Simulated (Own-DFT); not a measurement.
# How strain changes the stress of 4H SiC, 72 atoms (C36Si36)

These are calculations, not measurements. The program, named Own-DFT, is a retired in-house plane-wave density functional code that no person has reviewed. Each row is one single-point run on a periodic cell that was not relaxed, without spin or spin-orbit coupling.

Settings of every run: PBE; PseudoDojo norm-conserving scalar-relativistic files; cutoff 42 hartree; 4 x 4 x 3 k mesh centred on Gamma; Fermi-Dirac smearing of 0.1 eV.

Known limits: forces on such cells passed a denser k mesh, each cell not checked; stress not checked against mesh or cutoff.

Unstrained cell vectors in Å: (9.248, 0.000, 0.000); (-4.624, 8.009, 0.000); (0.000, 0.000, 10.068). The unstrained cell has measured lattice constants (interpolated for alloys), not those of this functional. That, the random moves and any unrelaxed bonds set the pressure at no strain. Each run strains this cell uniformly, with the atoms carried along. Every atom was also moved at random, by a Gaussian of width 0.05 Å on each axis. Strain is the symmetric tensor, in per cent. Stress is positive in tension, and the pressure is minus a third of its trace.

| run | e_xx (%) | e_yy (%) | e_zz (%) | e_yz (%) | e_xz (%) | e_xy (%) | s_xx (GPa) | s_yy (GPa) | s_zz (GPa) | s_yz (GPa) | s_xz (GPa) | s_xy (GPa) | P (GPa) | E (meV/atom) |
|---|---|---|---|---|---|---|---|---|---|---|---|---|---|---|
| 1 | 0.87 | 1.63 | -0.38 | 1.21 | -1.95 | -0.36 | 2.73 | 5.00 | -9.51 | 4.63 | -6.29 | -1.42 | 0.59 | 6.0 |
| 2 | -0.79 | 1.87 | -1.88 | -1.54 | 1.09 | 1.43 | -8.81 | 4.06 | -19.70 | -5.15 | 3.59 | 5.84 | 8.15 | 40.4 |
| 3 | 0.00 | 0.64 | -0.02 | 0.69 | -0.55 | -1.31 | -3.15 | -2.77 | -5.79 | 2.29 | -1.69 | -5.47 | 3.91 | 13.6 |
| 4 | 1.64 | -1.76 | -0.89 | -0.10 | 1.94 | -1.72 | 0.55 | -13.07 | -11.67 | 0.55 | 6.81 | -9.16 | 8.06 | 44.9 |
| 5 | 1.09 | -0.39 | -0.30 | -0.10 | 0.93 | -0.64 | 1.78 | -5.70 | -8.91 | -0.66 | 2.71 | -2.87 | 4.28 | 0.0 |
| 6 | -1.05 | 1.16 | 1.58 | 0.94 | -1.86 | 0.96 | -9.18 | 0.62 | 4.03 | 3.01 | -4.83 | 4.44 | 1.51 | 10.2 |
| 7 | -1.10 | -1.37 | -0.66 | 0.81 | 0.93 | 1.61 | -13.86 | -13.91 | -12.24 | 2.86 | 4.11 | 8.71 | 13.34 | 35.3 |
| 8 | 1.18 | -0.08 | 0.07 | -0.61 | 0.46 | 1.90 | 2.16 | -3.70 | -5.83 | -1.80 | 1.62 | 7.70 | 2.46 | 1.8 |
| 9 | 0.53 | -0.61 | -0.57 | 1.86 | 1.62 | 1.64 | -1.56 | -8.35 | -10.13 | 5.79 | 5.81 | 7.29 | 6.68 | 18.7 |
| 10 | -0.89 | -1.12 | 0.74 | 0.97 | -0.57 | -0.12 | -12.33 | -10.07 | -2.18 | 2.43 | -2.88 | -0.32 | 8.19 | 12.0 |
| 11 | -1.10 | 1.53 | -0.87 | 0.08 | -1.66 | 0.55 | -9.26 | 1.38 | -10.68 | -0.60 | -5.59 | 1.38 | 6.19 | 19.1 |
| 12 | -0.13 | 1.94 | -1.37 | -0.39 | 1.99 | -1.54 | -3.14 | 4.23 | -14.26 | -1.24 | 6.08 | -5.05 | 4.39 | 24.2 |
| 13 | -1.40 | -0.97 | 0.23 | 1.87 | 1.82 | -1.71 | -14.42 | -12.97 | -5.83 | 6.81 | 5.79 | -6.30 | 11.07 | 62.4 |
| 14 | -1.53 | -1.52 | 1.95 | -1.43 | -1.59 | 0.84 | -12.71 | -15.79 | 3.48 | -5.32 | -5.40 | 4.37 | 8.34 | 23.6 |
| 15 | -1.88 | 1.78 | 1.27 | -1.31 | 0.03 | -0.64 | -14.29 | 2.49 | 2.44 | -5.01 | 0.27 | -3.02 | 3.12 | 14.8 |
| 16 | -1.43 | -1.28 | -0.18 | 0.08 | 1.12 | -1.74 | -15.84 | -14.53 | -7.87 | -0.23 | 3.20 | -8.89 | 12.75 | 32.7 |
| 17 | -1.47 | -0.03 | 1.85 | -0.17 | 1.81 | 0.15 | ? | ? | ? | ? | ? | ? | ? | ? |

E is the free energy for each atom above the lowest run shown.

## Worked fit

Each stress component was fitted by least squares to a constant and the strains of the runs shown, as fractions, with shears doubled. Shear strains stay in the fit of a normal stress only where such slopes are resolved. The slopes, in GPa:

| stress | at no strain | per e_xx | per e_yy | per e_zz | scatter |
|---|---|---|---|---|---|
| s_xx | -4.7 | 611 ± 28 | 137 ± 22 | 73 ± 31 | 1.11 |
| s_yy | -5.2 | 134 ± 22 | 547 ± 17 | 32 ± 24 | 0.86 |
| s_zz | -6.6 | 23 ± 25 | 38 ± 19 | 641 ± 27 | 0.96 |

Each shear stress against twice its own strain: yz 170 ± 7, xz 168 ± 8, xy 226 ± 11 GPa. These are stiffnesses along x, y and z of the frame in which the cell vectors are given, which need not be the crystal's axes. The atoms are held to the strained lattice; where symmetry lets them move under strain, relaxing them would lower some slopes. The table should be nearly symmetric about its diagonal, and what it lacks of that shows the noise. A ninth of its sum, 249 ± 6 GPa, estimates the bulk modulus near the mean pressure of these runs, 6.4 GPa, so it lies above the value at zero pressure.

## Withheld run

Question: what normal stresses and pressure should run 17 give?

The fit gives s_xx = -12.4, s_yy = -6.7, s_zz = 4.9 and P = 4.8 GPa. The calculation gave -14.42, -5.92, 2.90 and P = 5.81 GPa.
